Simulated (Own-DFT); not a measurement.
# How strain changes the stress of wurtzite AlN, 128 atoms (Al64N64)

These are calculations, not measurements. They come from Own-DFT, an in-house plane-wave density functional program, since retired, whose code no person has reviewed. Each row is one single-point run on a periodic cell that was not relaxed, without spin or spin-orbit coupling.

Settings of every run: PBE; PseudoDojo norm-conserving scalar-relativistic files; cutoff 42 hartree; 3 x 3 x 3 k mesh centred on Gamma; Gaussian smearing of 0.01 eV.

Known limits: k mesh not checked against a denser one; stress not checked against mesh or cutoff.

Unstrained cell vectors in Å: (12.448, 0.000, 0.000); (-6.224, 10.780, 0.000); (0.000, 0.000, 9.964). The unstrained cell has measured lattice constants (interpolated for alloys), not those of this functional. That, the random moves and any unrelaxed bonds set the pressure at no strain. Each run strains this cell uniformly, with the atoms carried along. Every atom was also moved at random, by a Gaussian of width 0.05 Å on each axis. Strain is the symmetric tensor, in per cent. Stress is positive in tension, and the pressure is minus a third of its trace.

```
run  e_xx (%)  e_yy (%)  e_zz (%)  e_yz (%)  e_xz (%)  e_xy (%)  s_xx (GPa)  s_yy (GPa)  s_zz (GPa)  s_yz (GPa)  s_xz (GPa)  s_xy (GPa)  P (GPa)  E (meV/atom)
  1     -0.42      1.13     -1.03      1.18      1.68      0.78       -6.58       -1.78      -10.71        3.60        4.26        2.64     6.36          12.4
  2      1.22     -1.64      0.01      0.78     -1.17     -0.18       -1.86      -13.41       -4.61        2.28       -2.56       -1.43     6.63          11.4
  3     -0.93     -1.41      1.46     -1.15      1.55     -1.84      -11.77      -13.80        0.00       -2.81        4.49       -6.64     8.52          33.7
  4      0.44     -1.80     -0.73     -1.11     -0.28      0.67       -7.02      -14.04      -11.02       -3.39       -0.23        3.05    10.69          31.5
  5      1.35     -1.45     -0.59     -1.43     -0.35     -0.18       -2.29      -12.12       -6.73       -3.53       -1.01       -1.00     7.05          11.6
  6     -0.83     -0.56      1.36     -0.26      0.65      0.96       -8.91      -10.89        0.82       -1.26        1.49        3.28     6.33          18.8
  7      0.64     -1.35      1.04      1.88     -1.18     -0.49       -1.85      -10.65       -3.87        4.92       -2.91       -1.60     5.46          16.0
  8     -0.95      1.03     -0.93     -0.22     -0.25      1.90      -11.97       -0.92      -11.14       -0.56       -0.40        7.96     8.01          15.4
  9      0.83      0.99      1.89     -1.44      1.25     -1.58       -0.36        1.47        3.72       -3.29        3.59       -5.09    -1.61           0.0
 10     -1.36      0.17     -1.04     -0.88     -1.43      1.95      -12.31       -8.33      -11.69       -2.51       -3.53        7.92    10.78          26.4
 11      0.37      0.09     -1.11      0.78     -0.85      1.67       -4.38       -7.64      -10.43        2.21       -1.94        5.99     7.48          25.0
 12     -1.59      1.01     -1.00      1.02      1.44     -1.85      -13.31       -3.13      -12.50        2.48        3.30       -6.11     9.64          33.4
 13      0.98      1.83      0.43      1.40      0.07      0.75        0.23        4.53       -2.99        3.01        0.86        2.38    -0.59          14.0
 14     -1.36      0.75     -0.89     -0.06      1.76      0.27      -11.41       -3.66      -12.53       -0.44        4.45        1.35     9.20          25.2
 15     -0.76      0.86     -1.24     -1.77      0.37     -0.63       -9.25       -5.51      -11.08       -5.31        0.87       -2.36     8.62          31.4
 16     -0.08     -1.24      1.18      1.66     -0.14     -0.19           ?           ?           ?           ?           ?           ?        ?             ?
```

E is the free energy for each atom above the lowest run shown.

## Worked fit

Each stress component was fitted by least squares to a constant and the strains of the runs shown, as fractions, with shears doubled. Shear strains stay in the fit of a normal stress only where such slopes are resolved. The slopes, in GPa:

```
stress,at no strain,per e_xx,per e_yy,per e_zz,scatter
s_xx,-6.0,461 ± 30,96 ± 25,67 ± 27,1.05
s_yy,-6.2,127 ± 36,507 ± 29,63 ± 32,1.25
s_zz,-6.1,90 ± 37,31 ± 31,461 ± 34,1.30
```

Each shear stress against twice its own strain: yz 133 ± 6, xz 127 ± 6, xy 181 ± 8 GPa. These are stiffnesses along x, y and z of the frame in which the cell vectors are given, which need not be the crystal's axes. The atoms are held to the strained lattice; where symmetry lets them move under strain, relaxing them would lower some slopes. The table should be nearly symmetric about its diagonal, and what it lacks of that shows the noise. A ninth of its sum, 211 ± 4 GPa, estimates the bulk modulus near the mean pressure of these runs, 6.8 GPa, so it lies above the value at zero pressure.

## Withheld run

Question: what normal stresses and pressure should run 16 give?

The fit gives s_xx = -6.8, s_yy = -11.9, s_zz = -1.1 and P = 6.6 GPa. The calculation gave -6.24, -9.73, -2.07 and P = 6.01 GPa.
